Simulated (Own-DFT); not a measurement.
Simulation results for GaP (zincblende, atoms displaced)

A calculation, not a measurement: plane-wave PBE density functional theory by an unreviewed code, no spin, of a simulated periodic cell, stress positive in tension, free energy of the whole cell less one offset for each atom, forces on such cells passed a denser k mesh, this cell's mesh not checked; offsets are fitted by least squares, one for each functional and potential file, so energies compare only between cells with the same atoms and settings and are not formation energies; the far tail of each file's local potential was reset to the Coulomb form; each entry is a single point on an unrelaxed cell, so the pressure reflects the starting lattice, mostly measured values (interpolated for alloys), from which strain is counted, and rises with the displacements; printed positions are rounded, which can move forces by about a meV/angstrom; the program, named Own-DFT, is a retired in-house code; no spin-orbit coupling; before rounding, a Quantum ESPRESSO 7.3.1 run of the same cell and cutoff gave forces within 1 meV/angstrom rms on each cell, which checks the program and not the settings. Program: Own-DFT development build.

GaP (zincblende, atoms displaced)

```
cell vectors (Å)
  16.3515     0.0000     0.0000
   0.0000    10.9010     0.0000
   0.0000     0.0000    10.9010
atoms (fractions of the cell vectors)
Ga  0.99955  0.00213  0.99793
Ga  0.99916  0.25076  0.25096
Ga  0.16614  0.99962  0.24869
Ga  0.16725  0.24816  0.00135
P   0.08405  0.12824  0.12452
P   0.08664  0.37491  0.37664
P   0.24863  0.12660  0.37401
P   0.25005  0.37551  0.12458
Ga  0.00131  0.99717  0.50233
Ga  0.00067  0.25002  0.75298
Ga  0.16697  0.00338  0.74981
Ga  0.16566  0.25117  0.49839
P   0.08361  0.12218  0.62438
P   0.08262  0.37242  0.87583
P   0.24972  0.12587  0.87530
P   0.24844  0.37515  0.62769
Ga  0.99960  0.50273  0.00080
Ga  0.00039  0.75123  0.25266
Ga  0.16501  0.49916  0.24910
Ga  0.16770  0.75026  0.00125
P   0.08526  0.62842  0.12520
P   0.08559  0.87614  0.37648
P   0.25101  0.62464  0.37575
P   0.24796  0.87509  0.12421
Ga  0.00113  0.49833  0.49960
Ga  0.00117  0.75105  0.75498
Ga  0.16657  0.50388  0.74989
Ga  0.16762  0.74975  0.50324
P   0.08408  0.62950  0.62530
P   0.08503  0.87551  0.87620
P   0.25306  0.62450  0.87283
P   0.24987  0.87985  0.62526
Ga  0.33270  0.99982  0.00145
Ga  0.33327  0.24874  0.25145
Ga  0.50027  0.00090  0.24974
Ga  0.50131  0.24811  0.99736
P   0.41690  0.12530  0.12842
P   0.41755  0.37751  0.37825
P   0.58130  0.12553  0.37411
P   0.58291  0.37459  0.12637
Ga  0.33206  0.00092  0.50032
Ga  0.33343  0.24756  0.75011
Ga  0.49869  0.00030  0.75075
Ga  0.49912  0.24625  0.49417
P   0.41925  0.12815  0.62536
P   0.41447  0.37772  0.87253
P   0.58211  0.12598  0.87729
P   0.58306  0.37682  0.62381
Ga  0.33339  0.50075  0.99898
Ga  0.33544  0.74977  0.25118
Ga  0.50219  0.50013  0.24867
Ga  0.50078  0.74939  0.00316
P   0.41597  0.62402  0.12562
P   0.41536  0.87431  0.37441
P   0.58499  0.62488  0.37513
P   0.58287  0.87508  0.12480
Ga  0.33269  0.49978  0.49841
Ga  0.33413  0.74936  0.75020
Ga  0.50125  0.49698  0.75180
Ga  0.49780  0.74964  0.49766
P   0.41693  0.62645  0.62340
P   0.41741  0.87599  0.87619
P   0.58116  0.62416  0.87433
P   0.58476  0.87244  0.62644
Ga  0.66562  0.99956  0.99971
Ga  0.66447  0.25040  0.25130
Ga  0.83324  0.00090  0.25147
Ga  0.83217  0.24899  0.00505
P   0.74842  0.12125  0.12130
P   0.75008  0.37566  0.37413
P   0.91521  0.12414  0.37553
P   0.91420  0.37354  0.12727
Ga  0.66875  0.99839  0.50083
Ga  0.66727  0.24863  0.74945
Ga  0.83184  0.00153  0.74711
Ga  0.83424  0.24987  0.50252
P   0.75353  0.12638  0.62359
P   0.74815  0.37579  0.87684
P   0.91551  0.12569  0.87461
P   0.91914  0.37503  0.62703
Ga  0.66691  0.49983  0.00023
Ga  0.66533  0.74814  0.24985
Ga  0.83186  0.50116  0.24716
Ga  0.83345  0.74926  0.99967
P   0.75090  0.62509  0.12630
P   0.75114  0.87586  0.37085
P   0.91471  0.62374  0.37715
P   0.91714  0.87578  0.12331
Ga  0.66642  0.49902  0.50089
Ga  0.66886  0.75058  0.75023
Ga  0.83482  0.50017  0.75100
Ga  0.83301  0.75109  0.50265
P   0.74928  0.62736  0.62875
P   0.74805  0.87745  0.87364
P   0.91716  0.62680  0.87355
P   0.91760  0.87301  0.62566
```

| Quantity | Value |
| --- | --- |
| functional | PBE |
| potential files | PseudoDojo norm-conserving, scalar-relativistic, standard set |
| wave cutoff | 42 hartree |
| occupations | Fermi-Dirac |
| smearing width | 0.1 eV |
| k mesh | 2 x 3 x 3 centred on Gamma |
| free energy of cell above offsets | -53.556 eV |
| pressure | 2.72 GPa |
| stress xx | -2.71 GPa |
| stress yy | -2.73 GPa |
| stress zz | -2.72 GPa |
| stress yz | 0.01 GPa |
| stress xz | 0.22 GPa |
| stress xy | -0.06 GPa |

Force:
| element | x (eV/Å) | y (eV/Å) | z (eV/Å) |
| --- | --- | --- | --- |
| Ga | 0.152 | -0.042 | 0.151 |
| Ga | 0.132 | -0.01 | 0.162 |
| Ga | -0.023 | 0.204 | 0.032 |
| Ga | 0.06 | 0.389 | -0.156 |
| P | -0.364 | -0.386 | 0.151 |
| P | -0.83 | 0.08 | -0.353 |
| P | 0.119 | -0.211 | 0.088 |
| P | 0.087 | -0.044 | 0.045 |
| Ga | -0.265 | 0.126 | -0.284 |
| Ga | -0.005 | -0.296 | -0.281 |
| Ga | -0.011 | -0.265 | 0.133 |
| Ga | 0.33 | -0.27 | 0.533 |
| P | -0.165 | 0.579 | 0.074 |
| P | 0.304 | 0.578 | 0.159 |
| P | 0.168 | -0.131 | 0.099 |
| P | 0.204 | -0.078 | -0.309 |
| Ga | 0.034 | -0.299 | 0.099 |
| Ga | -0.125 | -0.01 | -0.019 |
| Ga | 0.47 | 0.242 | 0.014 |
| Ga | 0.173 | -0.135 | -0.454 |
| P | -0.471 | -0.336 | 0.108 |
| P | -0.207 | -0.209 | -0.041 |
| P | -0.321 | 0.084 | -0.21 |
| P | 0.566 | -0.075 | 0.305 |
| Ga | 0.048 | 0.295 | 0.076 |
| Ga | 0.055 | 0.133 | -0.377 |
| Ga | -0.165 | -0.325 | 0.141 |
| Ga | 0.273 | 0.218 | -0.303 |
| P | -0.343 | -0.411 | 0.109 |
| P | -0.024 | 0.195 | 0.003 |
| P | -0.569 | 0.225 | 0.338 |
| P | 0.111 | -0.503 | 0.249 |
| Ga | 0.09 | 0.066 | -0.014 |
| Ga | 0.091 | 0.455 | 0.057 |
| Ga | -0.157 | -0.289 | 0.069 |
| Ga | -0.635 | 0.545 | 0.371 |
| P | -0.045 | 0.037 | -0.512 |
| P | -0.117 | -0.201 | -0.6 |
| P | 0.653 | -0.475 | 0.137 |
| P | 0.071 | -0.042 | -0.394 |
| Ga | 0.276 | 0.275 | -0.051 |
| Ga | -0.098 | 0.311 | -0.101 |
| Ga | 0.37 | -0.101 | -0.093 |
| Ga | 0.151 | 0.667 | 0.593 |
| P | -0.478 | -0.442 | -0.166 |
| P | 0.369 | -0.538 | 0.337 |
| P | 0.367 | -0.32 | -0.561 |
| P | -0.031 | -0.671 | -0.059 |
| Ga | -0.032 | -0.112 | 0.186 |
| Ga | -0.542 | -0.019 | -0.228 |
| Ga | -0.309 | 0.057 | 0.254 |
| Ga | -0.238 | -0.033 | -0.287 |
| P | 0.205 | 0.018 | -0.017 |
| P | 0.236 | 0.452 | 0.072 |
| P | -0.339 | 0.003 | 0.094 |
| P | 0.128 | -0.011 | 0.17 |
| Ga | -0.036 | -0.017 | 0.498 |
| Ga | 0.108 | 0.421 | -0.25 |
| Ga | -0.344 | 0.338 | -0.392 |
| Ga | 0.441 | 0.075 | 0.145 |
| P | 0.013 | -0.394 | 0.234 |
| P | -0.162 | -0.185 | 0.116 |
| P | 0.529 | 0.211 | 0.211 |
| P | -0.344 | 0.3 | -0.241 |
| Ga | -0.174 | -0.095 | -0.131 |
| Ga | 0.391 | -0.171 | -0.18 |
| Ga | 0.078 | -0.013 | -0.529 |
| Ga | -0.089 | 0.036 | -0.562 |
| P | -0.016 | 0.346 | 0.78 |
| P | 0.012 | -0.161 | 0.204 |
| P | 0.476 | 0.028 | 0.202 |
| P | 0.476 | 0.358 | -0.168 |
| Ga | -0.235 | 0.122 | -0.13 |
| Ga | -0.138 | 0.162 | -0.049 |
| Ga | 0.435 | -0.305 | 0.292 |
| Ga | 0.189 | 0.452 | -0.387 |
| P | -0.812 | -0.052 | 0.067 |
| P | 0.526 | -0.206 | -0.165 |
| P | -0.125 | 0.029 | 0.037 |
| P | -0.219 | -0.018 | -0.105 |
| Ga | -0.269 | 0.213 | 0.098 |
| Ga | 0.245 | 0.262 | -0.062 |
| Ga | 0.197 | -0.137 | 0.464 |
| Ga | -0.105 | 0.289 | -0.079 |
| P | -0.356 | 0.173 | -0.395 |
| P | -0.239 | -0.311 | 0.451 |
| P | 0.29 | 0.028 | -0.186 |
| P | 0.008 | 0.01 | 0.236 |
| Ga | 0.265 | 0.193 | 0.048 |
| Ga | -0.573 | -0.127 | 0.314 |
| Ga | -0.265 | -0.093 | -0.03 |
| Ga | -0.126 | -0.046 | -0.187 |
| P | 0.297 | -0.491 | -0.449 |
| P | 0.421 | -0.158 | 0.201 |
| P | -0.083 | -0.181 | 0.301 |
| P | -0.071 | 0.172 | 0.241 |
